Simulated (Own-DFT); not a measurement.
# Computed records: SiC (4H silicon carbide, strained, atoms displaced)

A calculation, not a measurement: plane-wave PBE density functional theory by an unreviewed code, no spin, of a simulated periodic cell, stress positive in tension, free energy of the whole cell less one offset for each atom, forces on such cells passed a denser k mesh, this cell's mesh not checked; offsets are fitted by least squares, one for each functional and potential file, so energies compare only between cells with the same atoms and settings and are not formation energies; the far tail of each file's local potential was reset to the Coulomb form; each entry is a single point on an unrelaxed cell, so the pressure reflects the starting lattice, mostly measured values (interpolated for alloys), from which strain is counted, and rises with the displacements; printed positions are rounded, which can move forces by about a meV/angstrom; the program, named Own-DFT, is a retired in-house code; no spin-orbit coupling; before rounding, a Quantum ESPRESSO 7.3.1 run of the same cell and cutoff gave forces within 1 meV/angstrom rms on each cell, which checks the program and not the settings. Program: Own-DFT development build.

```xyz
32
Lattice="6.2657 -0.0979 -0.0639 -3.2177 5.2930 0.1022 -0.1044 0.1325 10.1679" Properties=species:S:1:pos:R:3:force_x:R:1:force_y:R:1:force_z:R:1 formula=SiC functional=PBE potential_files=PseudoDojo_norm-conserving,scalar-relativistic,standard_set wave_cutoff=42 occupations=Fermi-Dirac smearing_width=0.1 k_mesh=5_x_5_x_3_centred_on_Gamma free_energy_of_cell_above_offsets=-2.019 pressure=3.94 stress_xx=4.03 stress_yy=-16.22 stress_zz=0.36 stress_yz=5.02 stress_xz=-2.81 stress_xy=-6.39
Si     6.2096    -0.0354     4.1248      0.093      0.044     -1.914
Si     0.0417     1.7682     1.6050     -1.879     -0.428      0.328
C      2.9757     5.1574     1.0363      2.727      1.484     -1.288
C     -0.1491     1.8424     3.4674      1.821     -0.975      0.986
Si    -1.5902     2.7735     4.1506     -0.941     -2.559      1.686
Si    -1.6814     4.3540     1.6999      0.046      0.754     -0.563
C      4.6703     2.5013     1.0079      0.198      0.265     -1.091
C     -1.6798     4.4244     3.6247      -0.15      2.854     -0.782
Si     3.1677     0.0830     4.0753     -1.011     -4.177      1.846
Si     3.0561     1.7189     1.6420      1.292      -0.68     -2.111
C      3.0257    -0.0069     0.8591      1.111     -0.885      1.856
C      2.9707     1.6807     3.4519      1.831      3.059      0.477
Si     1.5367     2.6380     4.0641     -2.339     -0.616      2.333
Si     1.5188     4.3302     1.5826     -2.591      3.008      2.146
C      1.5898     2.6942     1.0195     -1.147     -3.484      -1.16
C      1.4279     4.3542     3.5498      0.859      1.829     -0.861
Si     2.9339     5.3116     9.2213      0.411     -1.321      1.074
Si     3.1252     3.6163     6.7000     -2.365     -2.619      0.814
C     -0.0207     0.1148     6.0164     -1.111      0.242      0.467
C      2.9646     3.5033     8.6473      0.391      0.407     -0.532
Si    -1.6474     2.7639     9.2622     -1.743     -0.253      0.969
Si     4.6103     0.9224     6.6216      0.421     -2.301      1.501
C     -1.6211     2.7182     6.2352     -0.882      1.504     -3.042
C      4.6074     0.8769     8.5677      0.341      0.681     -0.538
Si    -0.1271     5.3207     9.3083     -1.342      1.416      -0.45
Si    -0.0951     3.5405     6.7762      1.614     -0.142     -0.869
C     -0.1027     5.2622     6.1649     -0.522      1.535     -1.518
C     -0.1456     3.6416     8.6275      0.872     -1.803      0.919
Si     1.3755     2.6354     9.3093      1.354      0.931     -1.661
Si     1.4981     0.9072     6.6433      1.306      0.734      0.752
C      1.4564     2.6367     6.0172      1.227      1.134      0.096
C      1.4648     0.8949     8.5731      0.109      0.364      0.131
```

Units: wave_cutoff in hartree; smearing_width, free_energy_of_cell_above_offsets in eV; pressure, stress_xx, stress_yy, stress_zz, stress_yz, stress_xz, stress_xy in GPa; force_x, force_y, force_z in eV/Å.
